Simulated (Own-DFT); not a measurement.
# Which defects push the lattice out? 4H SiC

The numbers are computed, not measured, by runs of the plane-wave DFT program Own-DFT (in-house, retired, unreviewed) at fixed positions, with no spin and no spin-orbit coupling.

Settings: PBE; PseudoDojo norm-conserving scalar-relativistic files; cutoff 42 hartree; 4 x 4 x 3 k mesh centred on Gamma; Fermi-Dirac smearing of 0.1 eV.

Keep in mind (not all hold for every row): a neutral cation vacancy leaves holes that likely carry spin, which these runs leave out; some atoms lie very close together; not probed for a lower state with spin; forces on such cells failed a check on a denser k mesh; forces on such cells passed a denser k mesh, each cell not checked; stress not checked against mesh or cutoff.

All runs share one cell, with vectors in Å (9.248, 0.000, 0.000); (-4.624, 8.009, 0.000); (0.000, 0.000, 10.068) and a volume of 745.7 Å³. u is the rms random offset of the atoms per axis. The defect's site can differ from row to row.

```
                    cell     formula   u (Å)  P (GPa)
               no defect     C36Si36  0.0310     3.78
               no defect     C36Si36  0.0553     5.32
               no defect     C36Si36  0.0583     5.45
two Al on a Si site each  Al2C36Si34  0.0293     5.58
two Al on a Si site each  Al2C36Si34  0.0317     5.92
two Al on a Si site each  Al2C36Si34  0.0468     7.16
      one Si on a C site     C35Si37  0.0464    10.77
      one Si on a C site     C35Si37  0.0474    11.77
      one Si on a C site     C35Si37  0.0484    11.63
      one C on a Si site     C37Si35  0.0505     3.43
      one C on a Si site     C37Si35  0.0508     2.75
      one C on a Si site     C37Si35  0.0534     3.59
          one Si vacancy     C36Si35  0.0273     2.79
          one Si vacancy     C36Si35  0.0291     3.01
          one Si vacancy     C36Si35  0.0300     3.05
          one Si vacancy     C36Si35  0.0307        ?
```

## Fit

P = P0 + c u² + a shift for each defect gives P0 = 2.81 GPa, c = 825 ± 151 GPa/Å² and a scatter of 0.33 GPa. The shifts, and each times the cell's volume:

- one Si on a C site: 6.72 ± 0.27 GPa, 31.3 eV
- two Al on a Si site each: 2.29 ± 0.32 GPa, 10.7 eV (5.3 eV for each of its 2 sites)
- one Si vacancy: -0.54 ± 0.36 GPa, -2.5 eV (not resolved)
- one C on a Si site: -1.75 ± 0.27 GPa, -8.2 eV

Positive is outwards. The product with the volume (160.2 GPa Å³ to the eV) is nearly free of the cell's size; divided by the bulk modulus at the cell's pressure it gives the volume that the defect adds. The atoms around the defects weren't relaxed, which would change these numbers.

## Check

The question: what pressure belongs in the blank (one Si vacancy, u = 0.0307 Å)?

Estimate: 3.05 ± 0.38 GPa. Computed: 2.90 GPa.
